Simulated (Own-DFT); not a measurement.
Simulation results for Hf7Si13 (HfSi2 crystal with substituted atoms, atoms displaced)

Computed with Own-DFT development build. A calculation, not a measurement: plane-wave density functional theory by an unreviewed code, no spin, of a simulated periodic cell, stress positive in tension, run twice, with PBE and with PBEsol, both on files made for PBE, so the change isn't that of files made for PBEsol, hafnium file: forces about 75 meV/angstrom off all-electron values; forces on such cells moved up to 12 meV/angstrom on a denser k mesh; the far tail of each file's local potential was reset to the Coulomb form; each entry is a single point on an unrelaxed cell, so the pressure reflects the starting lattice, taken from the Materials Project, from which strain is counted, and rises with the displacements; printed positions are rounded, which can move forces by about a meV/angstrom; the program, named Own-DFT, is a retired in-house code; no spin-orbit coupling; stress was not checked against mesh or cutoff.

```cif
# cell vector a (Å): -7.2972 7.0724 -1.7824
# cell vector b (Å): 3.6486 7.0873 5.7379
# cell vector c (Å): 3.6486 3.5213 -8.4115
data_Hf7Si13
_symmetry_space_group_name_H-M 'P 1'
_symmetry_Int_Tables_number 1
_cell_length_a 10.3172
_cell_length_b 9.8217
_cell_length_c 9.8217
_cell_angle_alpha 95.948
_cell_angle_beta 82.474
_cell_angle_gamma 82.474
_cell_volume 970.77
loop_
_atom_site_label
_atom_site_type_symbol
_atom_site_fract_x
_atom_site_fract_y
_atom_site_fract_z
_atom_site_occupancy
Hf1 Hf 0.52032 0.53789 0.75555 1
Hf2 Hf 0.28526 0.23718 0.03856 1
Si1 Si 0.42301 0.30529 0.79710 1
Si2 Si 0.36910 0.50133 0.01378 1
Si3 Si 0.28028 0.57623 0.71100 1
Si4 Si 0.52752 0.19736 0.10484 1
Hf3 Hf 0.73449 0.73884 0.95288 1
Hf4 Hf 0.47331 0.44224 0.25910 1
Si5 Si 0.61715 0.50854 0.00302 1
Si6 Si 0.57760 0.69886 0.20107 1
Si7 Si 0.47548 0.80019 0.90598 1
Si8 Si 0.73533 0.39738 0.28613 1
Hf5 Hf 0.92772 0.94217 0.15216 1
Hf6 Hf 0.66698 0.66269 0.45886 1
Si9 Si 0.81419 0.69305 0.18958 1
Si10 Si 0.76192 0.89740 0.41611 1
Si11 Si 0.67770 0.99937 0.10789 1
Si12 Si 0.93045 0.61643 0.49575 1
Hf7 Hf 0.02048 0.54801 0.75533 1
Hf8 Hf 0.77265 0.26583 0.02730 1
Si13 Si 0.92392 0.31124 0.80328 1
Si14 Si 0.86150 0.49943 0.01452 1
Si15 Si 0.76951 0.58741 0.69701 1
Si16 Si 0.02358 0.21673 0.09001 1
Hf9 Hf 0.24385 0.75403 0.95759 1
Hf10 Hf 0.97423 0.46761 0.25450 1
Si17 Si 0.12752 0.48807 0.00013 1
Si18 Si 0.08572 0.69773 0.20572 1
Si19 Si 0.95902 0.79008 0.90990 1
Si20 Si 0.22427 0.40622 0.30492 1
Hf11 Hf 0.43159 0.93324 0.15622 1
Hf12 Hf 0.16812 0.64867 0.43208 1
Si21 Si 0.33121 0.69196 0.19175 1
Hf13 Hf 0.27828 0.91616 0.41515 1
Si22 Si 0.17849 0.99037 0.09946 1
Si23 Si 0.41826 0.61206 0.49534 1
Hf14 Hf 0.63032 0.13214 0.34852 1
Hf15 Hf 0.36075 0.87144 0.64458 1
Si24 Si 0.51425 0.90723 0.40969 1
Si25 Si 0.47372 0.09395 0.58112 1
Si26 Si 0.35281 0.21392 0.31143 1
Si27 Si 0.61408 0.81046 0.72064 1
Hf16 Hf 0.83506 0.34541 0.56488 1
Hf17 Hf 0.57152 0.05155 0.84707 1
Si28 Si 0.72123 0.09221 0.58950 1
Si29 Si 0.67568 0.28682 0.79824 1
Si30 Si 0.57005 0.39646 0.50701 1
Si31 Si 0.82197 0.99449 0.88100 1
Hf18 Hf 0.11895 0.14351 0.34308 1
Hf19 Hf 0.86280 0.85246 0.66467 1
Si32 Si 0.02490 0.89791 0.39325 1
Si33 Si 0.99338 0.09038 0.59218 1
Si34 Si 0.86203 0.21117 0.30651 1
Si35 Si 0.11848 0.81570 0.69491 1
Hf20 Hf 0.31968 0.34724 0.55419 1
Hf21 Hf 0.07100 0.05919 0.85045 1
Si36 Si 0.21570 0.10723 0.60790 1
Si37 Si 0.17409 0.29707 0.80666 1
Si38 Si 0.06465 0.39924 0.50682 1
Si39 Si 0.32922 0.01535 0.87912 1
_calc_functional 'PBE, then PBEsol'
_calc_potential_files 'PseudoDojo norm-conserving, scalar-relativistic, standard set'
_calc_wave_cutoff 42  # hartree
_calc_occupations 'cold (Marzari-Vanderbilt)'
_calc_smearing_width 0.2  # eV
_calc_k_mesh '4 x 4 x 4 centred on Gamma'
_calc_PBE_pressure 7.08  # GPa
_calc_PBE_stress_xx -7.53  # GPa
_calc_PBE_stress_yy -9  # GPa
_calc_PBE_stress_zz -4.7  # GPa
_calc_PBE_stress_yz 1.46  # GPa
_calc_PBE_stress_xz -0.24  # GPa
_calc_PBE_stress_xy -0.55  # GPa
_calc_PBEsol_pressure 3.71  # GPa
_calc_PBEsol_stress_xx -4.47  # GPa
_calc_PBEsol_stress_yy -5.56  # GPa
_calc_PBEsol_stress_zz -1.1  # GPa
_calc_PBEsol_stress_yz 1.46  # GPa
_calc_PBEsol_stress_xz -0.28  # GPa
_calc_PBEsol_stress_xy -0.57  # GPa
_calc_rms_change_of_force_components_from_PBE_to_PBEsol 0.035  # eV/angstrom
```

Force:
```csv
force element,PBE force x (eV/Å),PBE force y (eV/Å),PBE force z (eV/Å),PBEsol force x (eV/Å),PBEsol force y (eV/Å),PBEsol force z (eV/Å)
Hf,-0.046,1.233,0.025,-0.038,1.229,0.053
Hf,2.319,1.495,0.491,2.31,1.469,0.47
Si,-0.293,-0.313,-0.627,-0.296,-0.308,-0.61
Si,-0.919,-0.528,0.163,-0.935,-0.54,0.168
Si,1.899,0.56,0.92,1.88,0.534,0.862
Si,0.361,-0.199,0.249,0.374,-0.183,0.301
Hf,2.271,-1.532,0.229,2.253,-1.5,0.254
Hf,-0.646,0.902,1.773,-0.625,0.87,1.72
Si,-0.378,-0.55,-0.334,-0.405,-0.559,-0.319
Si,0.211,-0.32,-0.458,0.253,-0.306,-0.444
Si,0.178,0.017,-0.631,0.231,-0.001,-0.714
Si,3.336,0.426,1.12,3.35,0.438,1.203
Hf,0.835,0.06,-0.218,0.831,0.067,-0.181
Hf,-1.173,-0.703,-0.047,-1.172,-0.701,-0.081
Si,0.246,1.777,-1.002,0.232,1.809,-0.993
Si,-1.28,0.026,0.595,-1.287,-0.004,0.586
Si,-1.36,-0.857,0.406,-1.369,-0.858,0.333
Si,1.631,-1.071,-0.252,1.612,-1.033,-0.198
Hf,-0.455,0.324,-0.47,-0.452,0.308,-0.431
Hf,0.011,-0.791,-3.018,0.019,-0.776,-3.014
Si,-0.439,-0.307,-0.288,-0.431,-0.317,-0.273
Si,-1.208,0.372,0.926,-1.217,0.351,0.91
Si,0.663,1.299,0.019,0.656,1.267,-0.019
Si,0.114,-0.168,-0.672,0.097,-0.162,-0.632
Hf,0.829,-3.702,0.147,0.813,-3.639,0.151
Hf,-0.994,-1.251,0.072,-0.981,-1.251,0.039
Si,0.586,0.485,0.353,0.605,0.474,0.341
Si,0.17,-0.665,1.69,0.18,-0.678,1.654
Si,-2.423,2.25,-0.058,-2.401,2.188,-0.099
Si,0.483,-1.021,1.331,0.523,-0.967,1.399
Hf,0.351,0.721,1.332,0.394,0.708,1.288
Hf,0.265,2.069,-1.739,0.258,2.048,-1.709
Si,0.713,0.705,-0.692,0.743,0.75,-0.687
Hf,0.529,-3.138,1.997,0.534,-3.051,1.944
Si,0.436,0.934,0.203,0.428,0.914,0.169
Si,0.384,0.055,-0.119,0.372,0.061,-0.065
Hf,1.958,1.001,0.451,1.939,0.99,0.466
Hf,-1.562,0.534,-3.627,-1.548,0.49,-3.458
Si,-3.218,0.622,-0.337,-3.181,0.549,-0.317
Si,1.289,1.447,-0.558,1.317,1.434,-0.546
Si,-3.945,-1.166,-1.429,-3.946,-1.169,-1.491
Si,-2.743,-1.359,1.357,-2.766,-1.296,1.417
Hf,0.529,-2.65,0.739,0.522,-2.602,0.772
Hf,0.42,1.284,0.683,0.409,1.253,0.637
Si,0.488,1.16,-0.592,0.486,1.18,-0.589
Si,0.328,0.116,1.127,0.327,0.131,1.098
Si,-1.142,0.043,0.22,-1.123,0.033,0.184
Si,2.329,2.502,-1.189,2.31,2.464,-1.115
Hf,1.736,0.441,0.64,1.676,0.451,0.583
Hf,-2.258,-1.368,2.42,-2.227,-1.372,2.345
Si,0.596,-0.65,-0.219,0.556,-0.62,-0.217
Si,1.501,-0.94,0.005,1.524,-0.945,0.008
Si,-3.202,-0.364,-1.448,-3.221,-0.378,-1.532
Si,-0.748,-0.807,-0.597,-0.738,-0.782,-0.555
Hf,0.15,0.234,-0.826,0.148,0.246,-0.776
Hf,-0.058,-0.336,0.082,-0.08,-0.321,0.065
Si,0.913,1.68,-0.027,0.834,1.659,-0.039
Si,-0.091,0.04,0.547,-0.1,0.028,0.534
Si,-1.199,0.87,-0.002,-1.18,0.839,-0.057
Si,0.725,-0.93,-0.836,0.719,-0.91,-0.788
```
